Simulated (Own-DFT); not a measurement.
# What a change of functional does to the pressure

All numbers below are calculated, not measured. The program, named Own-DFT, is a retired in-house plane-wave density functional code that no person has reviewed. Each row is one single-point run on a periodic cell that was not relaxed, without spin or spin-orbit coupling.

Known limits, some of them of some rows only: not probed for a lower state with spin; forces on such cells failed a check on a denser k mesh; forces on such cells moved up to 12 meV/angstrom on a denser k mesh; forces on such cells passed a denser k mesh, each cell not checked; stress not checked against mesh or cutoff.

Each cell was run twice at the same cutoff, k mesh and smearing, with PBE and with PBEsol, on PseudoDojo norm-conserving files made for PBE. Atoms were moved at random from their sites; u is the rms move along one axis. Files made for PBEsol would give a somewhat different change.

| cell | atoms | volume (Å³/atom) | u (Å) | cutoff (hartree) | P with PBE (GPa) | P with PBEsol (GPa) | change (GPa) |
|---|---|---|---|---|---|---|---|
| C40 NbSi2 with two Si on a Nb site each (Nb10Si26) | 36 | 14.64 | 0.028 | 42 | 1.87 | -1.49 | -3.36 |
| C40 NbSi2 with two Si on a Nb site each (Nb10Si26) | 36 | 14.64 | 0.034 | 42 | 1.97 | -1.39 | -3.36 |
| C40 NbSi2 with two Si on a Nb site each (Nb10Si26) | 36 | 14.64 | 0.032 | 42 | 1.54 | -1.82 | -3.35 |
| C49 TiSi2 (Si40Ti20) | 60 | 13.85 | 0.050 | 42 | 7.41 | 4.00 | -3.41 |
| C49 TiSi2 (Si40Ti20) | 60 | 13.84 | 0.051 | 42 | 6.92 | 3.50 | -3.42 |
| C49 TiSi2 (Si40Ti20) | 60 | 14.18 | 0.102 | 42 | 8.21 | 4.89 | -3.32 |
| diamond-structure SiGe in clusters (Ge32Si32) | 64 | 21.31 | 0.056 | 42 | 3.52 | 1.22 | -2.29 |
| diamond-structure SiGe in clusters (Ge32Si32) | 64 | 21.31 | 0.030 | 42 | 3.01 | 0.73 | -2.29 |
| diamond-structure SiGe in clusters (Ge32Si32) | 64 | 21.31 | 0.062 | 42 | 3.69 | 1.40 | -2.29 |
| wurtzite AlGaN with randomly placed atoms (Al9Ga27N36) | 72 | 11.34 | 0.052 | 42 | 4.82 | 0.02 | -4.80 |
| wurtzite AlGaN with randomly placed atoms (Al9Ga27N36) | 72 | 11.17 | 0.031 | 42 | 6.28 | 1.39 | -4.89 |
| wurtzite AlGaN with randomly placed atoms (Al9Ga27N36) | 72 | 11.17 | 0.030 | 42 | 6.21 | ? | ? |

## Worked reading

Mean change of pressure by composition, in GPa: AlGa3N4, -4.84; Si2Ti, -3.39; Nb5Si13, -3.36; GeSi, -2.29. At a fixed cell PBEsol gives the lower pressure, because it favours a smaller volume than PBE. Here the change varies more between materials than between cells of one material.

## Withheld value

Question: what PBEsol pressure should the Al9Ga27N36 cell with the blank give?

Adding the mean change of the cells with its composition, -4.84 GPa, to 6.21 gives 1.4 GPa. The calculation gave 1.32 GPa.
